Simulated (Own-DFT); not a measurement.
# What a defect does to the pressure of its cell: C11b WSi2

The numbers are computed, not measured, by runs of the plane-wave DFT program Own-DFT (in-house, retired, unreviewed) at fixed positions, with no spin and no spin-orbit coupling.

Settings: PBE; PseudoDojo norm-conserving scalar-relativistic files; cutoff 50 hartree; 5 x 5 x 5 k mesh centred on Gamma; cold (Marzari-Vanderbilt) smearing of 0.2 eV.

Limits: forces on such cells failed a check on a denser k mesh; stress not checked against mesh or cutoff.

All runs share one cell, with vectors in Å (-2.148, -5.953, 3.409); (-6.444, 2.976, 1.136); (-2.553, -2.948, -6.757) and a volume of 403.2 Å³. The atoms are randomly displaced, by u rms on each axis. The defect's site can differ from row to row.

```
              cell  formula   u (Å)  P (GPa)
         no defect  Si20W10  0.0193     4.47
         no defect  Si20W10  0.0219     4.50
         no defect  Si20W10  0.0541     6.33
one W on a Si site  Si19W11  0.0352    10.12
one W on a Si site  Si19W11  0.0451    10.71
one W on a Si site  Si19W11  0.0517    11.06
    one Si vacancy  Si19W10  0.0264     3.20
    one Si vacancy  Si19W10  0.0492     4.30
    one Si vacancy  Si19W10  0.0560     5.19
one Si on a W site   Si21W9  0.0314     6.30
one Si on a W site   Si21W9  0.0489     7.19
one Si on a W site   Si21W9  0.0530     7.60
     one W vacancy   Si20W9  0.0278     3.48
     one W vacancy   Si20W9  0.0328     3.83
     one W vacancy   Si20W9  0.0501        ?
     one W vacancy   Si20W9  0.0508     5.54
```

## Fit

P = P0 + c u² + a shift for each defect gives P0 = 4.10 GPa, c = 796 ± 57 GPa/Å² and a scatter of 0.20 GPa. The shifts, and each times the cell's volume:

- one W on a Si site: 4.95 ± 0.17 GPa, 12.5 eV
- one Si on a W site: 1.29 ± 0.17 GPa, 3.2 eV
- one W vacancy: -0.99 ± 0.16 GPa, -2.5 eV
- one Si vacancy: -1.53 ± 0.17 GPa, -3.9 eV

Positive is outwards. The product with the volume (160.2 GPa Å³ to the eV) is nearly free of the cell's size; divided by the bulk modulus at the cell's pressure it gives the volume that the defect adds. The atoms around the defects weren't relaxed, which would change these numbers.

## Test on the hidden row

Asked: what pressure belongs in the blank (one W vacancy, u = 0.0501 Å)?

The fit gives 5.11 ± 0.24 GPa. The calculation gave 4.78 GPa.
